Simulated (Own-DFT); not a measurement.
In$_{3}$GaP$_{4}$ (zincblende random alloy, atoms displaced), InGa$_{3}$As$_{4}$ (zincblende random alloy, atoms displaced) (calculated)

All values are calculated (Own-DFT development build). A calculation, not a measurement: plane-wave PBE density functional theory by an unreviewed code, no spin, of a simulated periodic cell, stress positive in tension, free energy of the whole cell less one offset for each atom, forces on such cells passed a denser k mesh, this cell's mesh not checked; offsets are fitted by least squares, one for each functional and potential file, so energies compare only between cells with the same atoms and settings and are not formation energies; the far tail of each file's local potential was reset to the Coulomb form; each entry is a single point on an unrelaxed cell, so the pressure reflects the starting lattice, mostly measured values, from which strain is counted, and rises with the displacements; printed positions are rounded, which can move forces by about a meV/angstrom; the program is a retired in-house code; no spin-orbit coupling; before rounding, a Quantum ESPRESSO 7.3.1 run of the same cell and cutoff gave forces within 1 meV/angstrom rms on each cell, which checks the program and not the settings.

Common to all runs: functional PBE; potential files PseudoDojo norm-conserving, scalar-relativistic, standard set; wave cutoff 42 hartree; occupations Fermi-Dirac; smearing width 0.1 eV; k mesh 3 x 3 x 3 centred on Gamma.

(1) In$_{3}$GaP$_{4}$ (zincblende random alloy, atoms displaced)

```
In3GaP4
1.0
     11.5283     0.0000     0.0000
      0.0000    11.5283     0.0000
      0.0000     0.0000    11.5283
In Ga In P In Ga P In Ga In P In Ga In Ga P In P In Ga In P In P In Ga P
2 1 1 4 3 1 4 2 1 1 4 1 1 1 1 4 4 4 2 1 1 4 4 4 2 2 4
Direct
  0.00085 0.00236 0.99697
  0.00095 0.24694 0.24795
  0.25093 0.99963 0.24461
  0.24832 0.25195 0.99767
  0.12471 0.12561 0.12750
  0.12808 0.37406 0.38091
  0.37607 0.12611 0.37600
  0.37404 0.37149 0.12644
  0.00090 0.99931 0.49926
  0.00458 0.25105 0.74661
  0.25117 0.99984 0.75072
  0.24815 0.25201 0.49756
  0.12330 0.12422 0.62125
  0.12275 0.37278 0.87671
  0.37568 0.13093 0.87590
  0.37496 0.37718 0.62272
  0.99837 0.50205 0.00474
  0.99994 0.74982 0.24665
  0.24825 0.50260 0.24828
  0.24392 0.74752 0.00488
  0.12540 0.62521 0.12222
  0.12311 0.87458 0.37968
  0.37397 0.62463 0.37461
  0.37583 0.87293 0.12634
  0.99787 0.49903 0.49488
  0.00029 0.74965 0.74774
  0.25097 0.50243 0.74892
  0.24781 0.74784 0.50350
  0.12438 0.62829 0.62803
  0.12540 0.87368 0.87192
  0.37401 0.62895 0.87312
  0.37244 0.87229 0.62599
  0.49727 0.99853 0.00267
  0.49893 0.24930 0.24786
  0.75106 0.99770 0.24524
  0.75031 0.24756 0.00194
  0.62285 0.12468 0.12828
  0.62198 0.37853 0.37450
  0.87330 0.12813 0.37533
  0.87433 0.37220 0.12155
  0.50268 0.00004 0.50020
  0.50208 0.24584 0.74621
  0.74620 0.99933 0.75098
  0.75186 0.24815 0.49937
  0.62249 0.12884 0.62881
  0.61902 0.37297 0.87264
  0.87842 0.12358 0.88331
  0.87292 0.37206 0.63052
  0.49781 0.50170 0.00084
  0.49478 0.75329 0.25007
  0.75686 0.50084 0.24405
  0.74788 0.75222 0.00206
  0.62654 0.62828 0.12340
  0.62447 0.87824 0.37498
  0.87713 0.62668 0.37405
  0.87432 0.87662 0.12468
  0.50055 0.49829 0.49463
  0.50058 0.75117 0.75100
  0.74988 0.49946 0.74818
  0.75293 0.75061 0.49679
  0.62992 0.62817 0.62543
  0.62621 0.87742 0.87469
  0.87059 0.62558 0.87453
  0.86723 0.87519 0.62419
```

| Item | Value |
| --- | --- |
| free energy of cell above offsets | -31.696 eV |
| pressure | 3.94 GPa |
| stress xx | -3.95 GPa |
| stress yy | -3.95 GPa |
| stress zz | -3.91 GPa |
| stress yz | -0.22 GPa |
| stress xz | 0.32 GPa |
| stress xy | 0.6 GPa |

Force:
```tsv
element	x (eV/Å)	y (eV/Å)	z (eV/Å)
In	0.562	-0.798	0.566
In	-0.027	0.608	0.608
Ga	-0.06	0.041	0.706
In	-0.01	-0.146	0.407
P	1.046	-1.006	0.074
P	0.879	0.011	-1.033
P	-1.521	-0.153	-0.085
P	-0.838	1.302	0.396
In	-0.731	0.042	0.143
In	-0.422	-0.469	0.484
In	0.036	0.362	-0.106
Ga	0.412	-0.27	0.334
P	1.152	0.687	-0.356
P	0.07	0.844	-0.179
P	-0.075	-0.762	-0.017
P	-0.646	-0.954	-0.501
In	-0.168	-0.187	-0.924
In	0.209	0.339	0.36
Ga	0.235	-0.336	0.271
In	0.801	0.622	-0.908
P	0.246	-1.08	1.51
P	1.681	-0.35	-0.769
P	-1.572	0.173	-0.006
P	-1.385	0.917	0.148
In	0.042	0.06	1.06
Ga	-0.418	0.109	0.137
In	-0.178	-0.349	0.244
Ga	0.066	0.145	-0.18
P	-0.398	0.807	-0.507
P	-0.85	-0.615	-0.267
P	-0.07	-0.167	0.546
P	-0.284	-0.384	-0.974
In	0.174	0.368	-0.425
In	0.069	0.173	0.605
In	-0.103	0.413	0.696
In	-0.706	0.117	-0.503
P	0.141	-0.127	-0.419
P	1.001	-0.561	-0.628
P	0.217	-0.673	-0.351
P	0.402	-0.015	0.384
In	-0.466	0.005	0.416
In	-0.891	0.947	0.346
Ga	0.242	0.247	0.128
In	-0.59	0.549	0.178
P	1.487	-1.568	-0.228
P	1.254	0.827	-0.2
P	-1.097	0.01	-2.096
P	-0.507	1.144	-0.023
In	-0.026	-0.052	-0.091
In	0.773	-0.514	0.475
In	-0.728	0.023	0.544
In	0.27	0.114	-0.469
P	-0.499	-0.266	0.477
P	0.872	-1.119	0.394
P	-0.883	0.63	0.434
P	0.532	-0.206	-0.355
In	-0.008	0.657	0.827
In	0.259	0.024	-0.229
Ga	-0.184	-0.012	0.214
Ga	-0.36	0.006	0.144
P	0.797	-0.376	-0.412
P	0.313	0.7	-0.469
P	0.421	-0.073	-1.17
P	0.042	-0.436	0.622
```

(2) InGa$_{3}$As$_{4}$ (zincblende random alloy, atoms displaced)

```
InGa3As4
1.0
     11.5091     0.0000     0.0000
      0.0000    11.5091     0.0000
      0.0000     0.0000    11.5091
Ga In Ga As Ga In Ga In As In Ga In Ga As Ga As Ga In Ga As Ga As Ga As Ga In Ga As
1 1 2 4 1 1 1 1 4 1 1 1 1 4 4 4 1 2 1 4 4 4 4 4 2 1 1 4
Direct
  0.99573 0.99794 0.00005
  0.99817 0.25128 0.25029
  0.25187 0.00371 0.25499
  0.24807 0.24944 0.99967
  0.12522 0.12657 0.12453
  0.12514 0.37095 0.37355
  0.37703 0.12862 0.37468
  0.37689 0.37782 0.12863
  0.99848 0.99998 0.50046
  0.99632 0.24978 0.75211
  0.24916 0.99894 0.74958
  0.24892 0.24729 0.50058
  0.12706 0.12600 0.62816
  0.12149 0.37865 0.87602
  0.37628 0.13136 0.87321
  0.37946 0.37343 0.62586
  0.00173 0.50239 0.00849
  0.00218 0.74922 0.24826
  0.25265 0.49890 0.24812
  0.25111 0.74842 0.99860
  0.12791 0.62383 0.12713
  0.12594 0.87550 0.37361
  0.37407 0.62361 0.37626
  0.37763 0.87486 0.12375
  0.00510 0.49998 0.50171
  0.00273 0.75188 0.75167
  0.25221 0.50167 0.74798
  0.24820 0.75527 0.49821
  0.12419 0.62663 0.62686
  0.12451 0.87489 0.87213
  0.37310 0.62389 0.87518
  0.37522 0.87374 0.62188
  0.49884 0.99815 0.00346
  0.50033 0.24959 0.25156
  0.74842 0.00315 0.24821
  0.75306 0.24424 0.99931
  0.62479 0.12148 0.12600
  0.62238 0.37332 0.37609
  0.87579 0.12659 0.37350
  0.86926 0.37246 0.12461
  0.49430 0.99863 0.49993
  0.50180 0.24713 0.75229
  0.74801 0.99611 0.74973
  0.75112 0.25510 0.49806
  0.62584 0.12289 0.62707
  0.62508 0.37430 0.87574
  0.87565 0.12468 0.87140
  0.87540 0.37481 0.62537
  0.49954 0.49700 0.00427
  0.50376 0.75177 0.24965
  0.74838 0.50152 0.24721
  0.74651 0.74504 0.00027
  0.62381 0.62146 0.12883
  0.63018 0.87550 0.37830
  0.87382 0.62740 0.37942
  0.87433 0.87760 0.12401
  0.49988 0.50089 0.50210
  0.50039 0.74990 0.74732
  0.74917 0.50495 0.74894
  0.74961 0.74912 0.50266
  0.62509 0.62817 0.62292
  0.62494 0.87635 0.87370
  0.87437 0.62248 0.87848
  0.88069 0.87179 0.62547
```

| Quantity | Value |
| --- | --- |
| free energy of cell above offsets | -23.630 eV |
| pressure | 4.49 GPa |
| stress xx | -4.53 GPa |
| stress yy | -4.44 GPa |
| stress zz | -4.5 GPa |
| stress yz | 0.22 GPa |
| stress xz | -0.05 GPa |
| stress xy | -0.09 GPa |

Force:
```tsv
element	x (eV/Å)	y (eV/Å)	z (eV/Å)
Ga	0.45	0.215	-0.208
In	-0.016	-0.029	-0.385
Ga	0	-0.215	-0.51
Ga	0.166	0.421	-0.082
As	0.668	-1.085	-0.718
As	-0.473	1.436	0.883
As	-0.227	-2.066	0.284
As	0.004	-0.84	-2.168
Ga	0.275	0.175	-0.008
In	0.727	0.313	-0.314
Ga	0.372	0.131	0.04
In	0.247	0.432	0.255
As	-0.504	-1.797	0.005
As	1.804	-0.114	-0.116
As	-0.294	-0.897	0.415
As	0.403	0.708	0.706
In	-0.538	-0.381	-0.406
Ga	-0.286	0.137	0.111
In	-0.397	0.103	0.816
Ga	-0.135	0.263	0.026
As	0.13	2.196	0.103
As	-0.26	0.243	-0.038
As	0.929	1.19	0.799
As	-0.472	-0.089	0.389
Ga	-0.319	-0.098	-0.175
Ga	-0.342	-0.458	0.174
Ga	-0.135	-0.31	0.072
Ga	0.1	-0.57	0.081
As	0.324	0.06	-0.187
As	0.189	0.126	0.578
As	0.516	0.008	0.006
As	-0.25	0.092	0.443
Ga	0.049	0.354	-0.623
In	0.309	0.002	-0.664
In	0.46	-0.499	0.564
Ga	-0.52	0.15	-0.146
As	-0.446	0.693	-2.03
As	1.138	1.378	0.818
As	-0.258	-0.253	1.969
As	-1.223	0.194	-0.005
Ga	0.64	0.136	-0.063
Ga	0.283	0.351	-0.21
Ga	0.396	0.086	-0.178
Ga	-0.041	-0.457	0.24
As	-0.048	0.141	-0.46
As	-0.535	-0.732	0.799
As	-1.224	-1.462	1.278
As	-0.118	0.404	-1.644
Ga	0.061	0.138	-0.472
Ga	-0.176	-0.068	0.443
Ga	0.222	-0.279	0.713
Ga	0.167	0.352	-0.005
As	-0.139	0.374	-0.411
As	-1.194	-0.682	0.636
As	0.301	-0.393	-0.506
As	0.638	-1.395	-0.653
Ga	0.007	0.03	-0.128
Ga	-0.126	0.061	0.258
In	-0.085	-0.504	0.029
Ga	0.207	0.302	-0.025
As	-0.961	0.553	-0.666
As	-0.239	-0.375	0.301
As	0.367	1.873	-0.063
As	-0.569	0.223	0.031
```

(3) InGa$_{3}$As$_{4}$ (zincblende random alloy, atoms displaced)

```
InGa3As4
1.0
     11.5091     0.0000     0.0000
      0.0000    11.5091     0.0000
      0.0000     0.0000    11.5091
Ga In Ga As Ga In Ga In As Ga As Ga In As Ga In Ga As Ga In Ga As Ga As In Ga As
1 2 1 4 1 1 1 1 4 4 4 3 1 4 1 1 2 4 1 1 2 4 4 4 1 3 4
Direct
  0.99512 0.99656 0.00400
  0.00116 0.24560 0.25119
  0.24757 0.00103 0.25057
  0.25020 0.24803 0.00083
  0.12554 0.12759 0.12258
  0.12555 0.37613 0.37447
  0.37563 0.12574 0.37820
  0.37290 0.36972 0.12773
  0.99655 0.00012 0.50091
  0.99592 0.25199 0.75112
  0.24891 0.99983 0.75028
  0.25499 0.24859 0.49826
  0.12573 0.12849 0.62595
  0.12457 0.37433 0.88147
  0.37478 0.12511 0.87285
  0.37007 0.37513 0.62419
  0.00237 0.50246 0.99622
  0.99820 0.74730 0.24965
  0.25012 0.49993 0.25006
  0.25176 0.75081 0.99905
  0.12017 0.62151 0.12427
  0.12617 0.87223 0.37262
  0.37517 0.62549 0.37878
  0.37224 0.87623 0.12739
  0.99579 0.49816 0.50317
  0.00298 0.74954 0.74916
  0.24825 0.50308 0.74782
  0.24717 0.75297 0.49891
  0.12228 0.62658 0.62352
  0.12110 0.87345 0.87356
  0.37731 0.62054 0.87596
  0.37345 0.87507 0.62290
  0.49854 0.00126 0.00258
  0.49772 0.24858 0.25336
  0.75135 0.00625 0.25073
  0.74832 0.24843 0.99960
  0.62670 0.12432 0.12587
  0.62846 0.37789 0.37357
  0.87634 0.12083 0.37235
  0.87634 0.37470 0.12236
  0.49710 0.99496 0.49702
  0.50054 0.24815 0.75042
  0.75201 0.00533 0.74585
  0.75282 0.25284 0.49908
  0.62272 0.12773 0.62360
  0.62561 0.37683 0.87724
  0.87632 0.12053 0.87065
  0.87632 0.37480 0.62664
  0.50027 0.49672 0.00060
  0.50101 0.74580 0.24812
  0.74733 0.49926 0.25118
  0.75061 0.75144 0.99593
  0.62556 0.62602 0.12670
  0.62761 0.87292 0.37077
  0.87459 0.62120 0.37430
  0.87143 0.87443 0.12435
  0.49877 0.50365 0.50168
  0.50330 0.74352 0.75078
  0.74987 0.49930 0.75187
  0.74824 0.75154 0.49543
  0.62232 0.61995 0.62601
  0.62551 0.87531 0.87263
  0.87156 0.62549 0.87444
  0.86965 0.87425 0.62776
```

| Item | Value |
| --- | --- |
| free energy of cell above offsets | -23.705 eV |
| pressure | 4.46 GPa |
| stress xx | -4.46 GPa |
| stress yy | -4.44 GPa |
| stress zz | -4.49 GPa |
| stress yz | 0.01 GPa |
| stress xz | -0.05 GPa |
| stress xy | -0.01 GPa |

Force:
```tsv
element	x (eV/Å)	y (eV/Å)	z (eV/Å)
Ga	0.372	0.198	-0.335
In	-0.16	0.84	-0.241
In	0.06	0.344	0.03
Ga	0.111	0.07	-0.206
As	-0.067	-0.576	-1.642
As	-0.11	1.329	0.279
As	0.886	-1.69	0.254
As	-0.72	1.245	-1.057
Ga	0.33	-0.377	0.23
In	0.867	-0.108	0.362
Ga	-0.128	-0.079	-0.068
In	-1.039	0.342	0.165
As	-0.2	-1.71	-0.139
As	0.908	0.758	-0.067
As	-0.957	-0.983	1.209
As	-0.04	0.996	1.236
Ga	-0.575	-0.19	0.189
Ga	-0.034	0.108	-0.059
Ga	-0.054	0.148	-0.032
Ga	-0.253	-0.229	0.034
As	0.651	0.477	0.053
As	-2.417	0.42	-0.076
As	-0.294	0.194	-2.209
As	1.178	-1.047	-0.939
Ga	0.389	0.128	-0.33
Ga	-0.633	-0.04	0.024
Ga	-0.165	-0.302	0.339
In	0.178	-0.398	0.207
As	-0.698	-0.977	0.743
As	0.396	0.222	0.314
As	-0.255	0.285	-0.04
As	1.063	0.577	1.368
Ga	0.106	-0.321	-0.226
In	0.808	0.079	-0.104
Ga	-0.199	-0.715	-0.255
Ga	0.402	0.022	-0.102
As	0.368	-0.502	-0.744
As	0.888	-0.261	0.388
As	-0.908	-0.326	1.395
As	-0.793	0.709	-0.513
Ga	0.488	0.143	0.134
In	-0.152	0.87	0.009
Ga	-0.544	-0.341	0.135
Ga	-0.147	-0.265	-0.103
As	1.09	-1.142	-1.352
As	0.648	0.321	0.501
As	-1.03	-0.549	1.491
As	-1.333	1.024	-0.966
Ga	-0.039	0.104	0.43
Ga	-0.297	0.3	0.114
Ga	0.473	0.008	-0.526
Ga	-0.327	-0.013	0.222
As	0.057	-0.223	-0.469
As	-0.388	0.336	-0.037
As	-0.09	0.259	0.147
As	0.039	-0.115	0.414
In	-0.053	-1.101	-0.245
Ga	-0.259	0.504	0.021
Ga	-0.053	0.044	-0.116
Ga	0.129	-0.404	0.46
As	1.672	1.45	0.895
As	-0.147	0.275	-0.022
As	0.542	-0.003	-0.162
As	0.461	-0.144	-0.411
```

(4) InGa$_{3}$As$_{4}$ (zincblende random alloy, atoms displaced)

```
InGa3As4
1.0
     11.5091     0.0000     0.0000
      0.0000    11.5091     0.0000
      0.0000     0.0000    11.5091
Ga In Ga In As In Ga In As Ga As In Ga In As Ga In Ga As Ga In Ga As Ga As Ga As
1 1 1 1 4 1 2 1 4 4 4 1 2 1 4 2 1 1 4 2 1 1 4 4 4 4 4
Direct
  0.99988 0.00075 0.99615
  0.99957 0.24859 0.25055
  0.24983 0.00175 0.25024
  0.24859 0.24999 0.00180
  0.12589 0.12163 0.12432
  0.12959 0.37439 0.37029
  0.37351 0.12196 0.37131
  0.38184 0.37344 0.12490
  0.99663 0.99919 0.50358
  0.00149 0.25096 0.75278
  0.25376 0.00075 0.74866
  0.24694 0.24920 0.49852
  0.12550 0.12607 0.62452
  0.12442 0.37660 0.87634
  0.37216 0.12733 0.87518
  0.37771 0.37840 0.62935
  0.99944 0.50096 0.00180
  0.99963 0.74982 0.24887
  0.25178 0.49765 0.25191
  0.25111 0.74776 0.99948
  0.12127 0.62574 0.12896
  0.12295 0.87655 0.37396
  0.37063 0.62911 0.37167
  0.37806 0.87375 0.12586
  0.99892 0.49936 0.50208
  0.99541 0.75243 0.75467
  0.25151 0.50298 0.74904
  0.24621 0.74677 0.50706
  0.12288 0.61955 0.62249
  0.12293 0.87446 0.87688
  0.37628 0.62684 0.87573
  0.37350 0.87217 0.62676
  0.50088 0.99928 0.00035
  0.50239 0.25280 0.24906
  0.75356 0.99904 0.25159
  0.75344 0.25159 0.99870
  0.62481 0.12321 0.12634
  0.62508 0.37331 0.37301
  0.87930 0.12253 0.37501
  0.87413 0.37599 0.12285
  0.50006 0.99445 0.49789
  0.49803 0.24695 0.75416
  0.74849 0.99860 0.74974
  0.75026 0.24810 0.49775
  0.62500 0.12334 0.62098
  0.62751 0.37704 0.87997
  0.87561 0.12922 0.87167
  0.87217 0.37491 0.62191
  0.50267 0.50158 0.00121
  0.49994 0.75560 0.25204
  0.74485 0.49845 0.25283
  0.75230 0.75340 0.00000
  0.62303 0.62281 0.12410
  0.62641 0.87867 0.37362
  0.87276 0.62917 0.37676
  0.87985 0.87358 0.12371
  0.50502 0.49827 0.50404
  0.50040 0.74949 0.74557
  0.74756 0.50300 0.75103
  0.74975 0.74696 0.49989
  0.62045 0.62477 0.62955
  0.62394 0.87363 0.87671
  0.87577 0.62247 0.87757
  0.87465 0.87520 0.62609
```

| Item | Value |
| --- | --- |
| free energy of cell above offsets | -24.069 eV |
| pressure | 4.37 GPa |
| stress xx | -4.38 GPa |
| stress yy | -4.37 GPa |
| stress zz | -4.36 GPa |
| stress yz | 0.17 GPa |
| stress xz | 0.11 GPa |
| stress xy | -0.4 GPa |

Force:
```tsv
element	x (eV/Å)	y (eV/Å)	z (eV/Å)
Ga	-0.044	0.143	0.163
In	0.132	0.273	-0.532
Ga	-0.004	-0.53	-0.261
In	0.07	0.34	0.196
As	-0.31	-1.424	0.05
As	-0.014	1.121	-0.349
As	1.099	-0.333	-0.297
As	0.106	1.011	0.594
In	0.659	-0.078	-0.086
Ga	-0.006	0.256	-0.39
Ga	-0.404	-0.046	0.23
In	1.04	0.305	0.278
As	-0.186	-0.246	1.901
As	-0.608	0.971	-0.844
As	1.073	-1.289	-0.641
As	0.397	0.053	0.239
Ga	0.128	-0.044	0.02
Ga	-0.015	0.151	0.31
Ga	0.234	0.25	-0.536
Ga	-0.176	0.158	0.328
As	0.576	-0.341	-0.318
As	0.284	-0.23	-1.162
As	1.348	-1.003	-0.212
As	-0.509	0.286	-0.188
In	-0.116	-0.432	-1.109
Ga	0.333	-0.441	-0.297
Ga	-0.11	-0.079	0.284
In	-0.008	0.428	-0.939
As	-0.135	0.521	2.721
As	0.489	0.088	-0.33
As	0.02	-0.192	-0.139
As	1.022	1.088	0.569
Ga	-0.223	0.127	-0.047
Ga	-0.144	-0.573	0.059
In	0.13	0.111	-0.615
Ga	-0.306	-0.195	0.254
As	-0.426	0.986	-0.97
As	0.009	-0.029	0.553
As	-1.247	1.138	0.92
As	-0.673	0.715	-0.209
Ga	-0.277	0.393	0.113
Ga	0.484	0.371	-0.269
In	-0.108	0.231	0.212
Ga	0.008	-0.051	-0.075
As	-1.046	0.854	-0.539
As	-0.232	-0.275	-0.532
As	0.611	0.295	0.928
As	-0.886	-1.002	1.289
Ga	-0.249	-0.072	-0.147
Ga	0.152	-0.593	-0.131
Ga	0.437	0.349	-0.395
Ga	-0.166	-0.486	0.154
As	0.318	0.694	0.363
As	-0.777	-1.464	1.178
As	-0.534	0.132	-1.044
As	0.403	-0.426	-0.773
Ga	-0.619	0.2	-0.573
Ga	-0.237	0.259	0.757
Ga	0.204	-0.336	0.08
Ga	-0.383	0.372	0.296
As	0.705	0.059	-0.558
As	-0.748	-0.739	0.537
As	-0.24	0.304	-0.173
As	-0.306	-2.084	0.102
```
